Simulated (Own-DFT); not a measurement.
# How strain changes the stress of 6H (3C twinned every three layers) SiC, 48 atoms (C24Si24)

Calculated results; nothing here was measured. They come from Own-DFT, an in-house plane-wave density functional program, since retired, whose code no person has reviewed. Each row is one single-point run on a periodic cell that was not relaxed, without spin or spin-orbit coupling.

Settings of every run: PBE; PseudoDojo norm-conserving scalar-relativistic files; cutoff 42 hartree; 5 x 5 x 2 k mesh centred on Gamma; Fermi-Dirac smearing of 0.1 eV.

Known limits: forces on such cells passed a denser k mesh, each cell not checked; stress not checked against mesh or cutoff.

Unstrained cell vectors in Å: (4.360, -4.360, 0.000); (0.000, 4.360, -4.360); (8.719, 8.719, 8.719). The unstrained cell has measured lattice constants (interpolated for alloys), not those of this functional. That, the random moves and any unrelaxed bonds set the pressure at no strain. Each run strains this cell uniformly, with the atoms carried along. Every atom was also moved at random, by a Gaussian of width 0.05 Å on each axis. Strain is the symmetric tensor, in per cent. Stress is positive in tension, and the pressure is minus a third of its trace.

```
run,e_xx (%),e_yy (%),e_zz (%),e_yz (%),e_xz (%),e_xy (%),s_xx (GPa),s_yy (GPa),s_zz (GPa),s_yz (GPa),s_xz (GPa),s_xy (GPa),P (GPa),E (meV/atom)
1,0.10,-0.32,-1.34,1.29,-1.37,0.38,-4.97,-10.22,-12.82,6.48,-7.22,0.83,9.34,31.9
2,0.35,-1.40,-0.25,0.31,1.91,-0.43,-5.65,-10.19,-9.66,3.28,9.05,-0.38,8.50,16.1
3,-0.03,-1.09,0.85,-1.74,-1.29,-0.70,-5.51,-12.06,-2.32,-9.38,-8.40,-3.99,6.63,28.4
4,-1.21,0.20,-0.78,1.26,1.93,1.84,-11.93,-5.09,-11.17,5.59,10.00,9.88,9.40,19.9
5,-0.26,0.90,-1.32,-0.93,1.55,1.50,-7.11,-0.01,-12.78,-3.00,6.97,5.33,6.63,14.6
6,-0.14,1.58,-1.96,0.65,-0.61,-2.00,-5.02,-0.92,-18.03,3.56,-1.57,-11.04,7.99,59.1
7,0.74,-1.67,-1.75,0.80,0.47,-1.83,-4.39,-16.66,-15.37,3.65,-0.53,-10.75,12.14,24.3
8,-1.97,1.95,-1.88,-1.48,-1.73,1.50,-14.69,-2.26,-13.88,-7.24,-8.80,5.59,10.28,41.0
9,-1.41,-0.22,1.99,-0.58,0.33,0.21,-12.78,-6.15,4.32,-3.74,0.73,0.97,4.87,15.8
10,-1.51,-0.76,-1.04,-0.64,-1.33,0.26,-13.92,-13.24,-12.22,-4.45,-7.64,-0.91,13.13,11.6
11,-1.59,0.00,-0.57,-1.86,1.71,0.94,-15.36,-8.80,-8.86,-8.64,8.13,5.52,11.01,49.5
12,0.35,-1.44,1.61,-0.79,1.35,-0.94,-3.13,-10.28,1.17,-3.54,3.79,-3.84,4.08,7.2
13,1.39,1.43,0.24,-0.66,1.45,-1.61,3.28,4.11,-3.61,-2.06,5.02,-6.65,-1.26,0.0
14,0.77,0.09,0.23,-1.57,0.87,1.96,-4.09,-2.79,-2.85,-6.46,4.12,8.14,3.24,13.9
15,-0.82,-0.91,1.14,-1.27,-0.10,1.06,-9.74,-8.43,-0.55,-4.92,-0.09,4.17,6.24,10.6
16,-0.09,-0.04,1.81,0.18,1.59,1.68,?,?,?,?,?,?,?,?
```

E is the free energy for each atom above the lowest run shown.

## Worked fit

Each stress component was fitted by least squares to a constant and the strains of the runs shown, as fractions, with shears doubled. Shear strains stay in the fit of a normal stress only where such slopes are resolved. The slopes, in GPa:

| stress | at no strain | per e_xx | per e_yy | per e_zz | scatter |
|---|---|---|---|---|---|
| s_xx | -5.7 | 512 ± 30 | 80 ± 29 | 39 ± 26 | 1.12 |
| s_yy | -5.3 | 147 ± 46 | 521 ± 44 | 148 ± 39 | 1.70 |
| s_zz | -6.1 | 9 ± 32 | 60 ± 31 | 537 ± 27 | 1.19 |

Each shear stress against twice its own strain: yz 233 ± 13, xz 246 ± 13, xy 230 ± 14 GPa. These are stiffnesses along x, y and z of the frame in which the cell vectors are given, which need not be the crystal's axes. The atoms are held to the strained lattice; where symmetry lets them move under strain, relaxing them would lower some slopes. The table should be nearly symmetric about its diagonal, and what it lacks of that shows the noise. A ninth of its sum, 228 ± 8 GPa, estimates the bulk modulus near the mean pressure of these runs, 7.5 GPa, so it lies above the value at zero pressure.

## Withheld run

Question: what normal stresses and pressure should run 16 give?

The fit gives s_xx = -5.4, s_yy = -2.9, s_zz = 3.6 and P = 1.6 GPa. The calculation gave -5.94, -3.34, 4.12 and P = 1.72 GPa.
